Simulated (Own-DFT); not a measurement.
# Point defects and the pressure they add: zincblende InP

Source: density functional calculations with Own-DFT, an unreviewed in-house program that is no longer used. Nothing was measured or relaxed, and spin and spin-orbit coupling are left out.

Settings: PBE; PseudoDojo norm-conserving scalar-relativistic files; cutoff 36 hartree; 2 x 3 x 3 k mesh centred on Gamma; Fermi-Dirac smearing of 0.1 eV.

Keep in mind (not all hold for every row): not probed for a lower state with spin; forces on such cells failed a check on a denser k mesh; forces not confirmed at this smearing and k mesh; stress not checked against mesh or cutoff.

All runs share one cell, with vectors in Å (17.606, 0.000, 0.000); (0.000, 11.737, 0.000); (0.000, 0.000, 11.737) and a volume of 2425.5 Å³. The atoms are randomly displaced, by u rms on each axis. The defect's site can differ from row to row.

```
cell,formula,u (Å),P (GPa)
no defect,In48P48,0.0196,3.20
no defect,In48P48,0.0480,3.50
no defect,In48P48,0.0497,3.61
two P vacancies,In48P46,0.0488,3.39
two P vacancies,In48P46,0.0510,3.36
two P vacancies,In48P46,0.0525,3.31
one P on an In site,In47P49,0.0279,3.14
one P on an In site,In47P49,0.0307,3.18
one P on an In site,In47P49,0.0504,?
one P on an In site,In47P49,0.0538,3.48
one In on a P site,In49P47,0.0289,3.86
one In on a P site,In49P47,0.0310,3.84
one In on a P site,In49P47,0.0513,4.17
one In on a P site and one P on an In site,In48P48,0.0283,3.49
one In on a P site and one P on an In site,In48P48,0.0284,3.51
one In on a P site and one P on an In site,In48P48,0.0515,3.88
```

## Fit

P = P0 + c u² + a shift for each defect gives P0 = 3.13 GPa, c = 178 ± 14 GPa/Å² and a scatter of 0.04 GPa. The shifts, and each times the cell's volume:

- one In on a P site: 0.56 ± 0.04 GPa, 8.5 eV
- one In on a P site and one P on an In site: 0.24 ± 0.04 GPa, 3.7 eV
- one P on an In site: -0.14 ± 0.04 GPa, -2.1 eV
- two P vacancies: -0.23 ± 0.04 GPa, -3.5 eV (-1.8 eV for each of its 2 sites)

Against the defect-free cell, a freed cell would be larger where the shift is positive and smaller where it is negative (160.2 GPa Å³ is 1 eV). The atoms around the defects weren't relaxed, which would change these numbers.

## Test on the hidden row

Question: what pressure belongs in the blank (one P on an In site, u = 0.0504 Å)?

From the fit: 3.45 ± 0.05 GPa. The calculation gave 3.43 GPa.
